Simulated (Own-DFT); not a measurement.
# One host, several defects: zincblende GaAs

No measurement is shown. These are fixed-geometry runs of a retired plane-wave code named Own-DFT, which no person has reviewed; spin and spin-orbit coupling are neglected.

Method: PBE; PseudoDojo norm-conserving scalar-relativistic files; cutoff 42 hartree; 3 x 3 x 3 k mesh centred on Gamma; Fermi-Dirac smearing of 0.1 eV.

Known weak points (not all hold for every row): not probed for a lower state with spin; forces on such cells failed a check on a denser k mesh; forces not confirmed at this smearing and k mesh; forces on such cells passed a denser k mesh, each cell not checked; stress not checked against mesh or cutoff.

All runs share one cell, with vectors in Å (11.307, 0.000, 0.000); (0.000, 11.307, 0.000); (0.000, 0.000, 11.307) and a volume of 1445.4 Å³. The atoms are randomly displaced, by u rms on each axis. The defect's site can differ from row to row.

```
                                        cell     formula   u (Å)  P (GPa)
                                   no defect    As32Ga32  0.0192     3.51
                                   no defect    As32Ga32  0.0206     3.52
                                   no defect    As32Ga32  0.0487     3.92
                         one As on a Ga site    As33Ga31  0.0298        ?
                         one As on a Ga site    As33Ga31  0.0313     4.32
                         one As on a Ga site    As33Ga31  0.0499     4.67
                         one As on a Ga site    As33Ga31  0.0522     4.75
one As on a Ga site and one Ga on an As site    As32Ga32  0.0304     3.90
one As on a Ga site and one Ga on an As site    As32Ga32  0.0523     4.42
one As on a Ga site and one Ga on an As site    As32Ga32  0.0562     4.31
                         one Al on a Ga site  AlAs32Ga31  0.0472     3.89
                         one Al on a Ga site  AlAs32Ga31  0.0508     4.01
                         one Al on a Ga site  AlAs32Ga31  0.0538     4.13
                            two As vacancies    As30Ga32  0.0295     3.24
                            two As vacancies    As30Ga32  0.0481     3.40
                            two As vacancies    As30Ga32  0.0523     3.55
```

## Working it out

P = P0 + c u² + a shift for each defect gives P0 = 3.43 GPa, c = 207 ± 21 GPa/Å² and a scatter of 0.07 GPa. The shifts, and each times the cell's volume:

- one As on a Ga site: 0.72 ± 0.06 GPa, 6.5 eV
- one As on a Ga site and one Ga on an As site: 0.31 ± 0.06 GPa, 2.8 eV
- one Al on a Ga site: 0.05 ± 0.06 GPa, 0.4 eV (not resolved)
- two As vacancies: -0.44 ± 0.06 GPa, -4.0 eV (-2.0 eV for each of its 2 sites)

Positive is outwards. The product with the volume (160.2 GPa Å³ to the eV) is nearly free of the cell's size; divided by the bulk modulus at the cell's pressure it gives the volume that the defect adds. The atoms around the defects weren't relaxed, which would change these numbers.

## The run left out

The question: what pressure belongs in the blank (one As on a Ga site, u = 0.0298 Å)?

The fitted form gives 4.34 ± 0.08 GPa. The hidden result is 4.27 GPa.
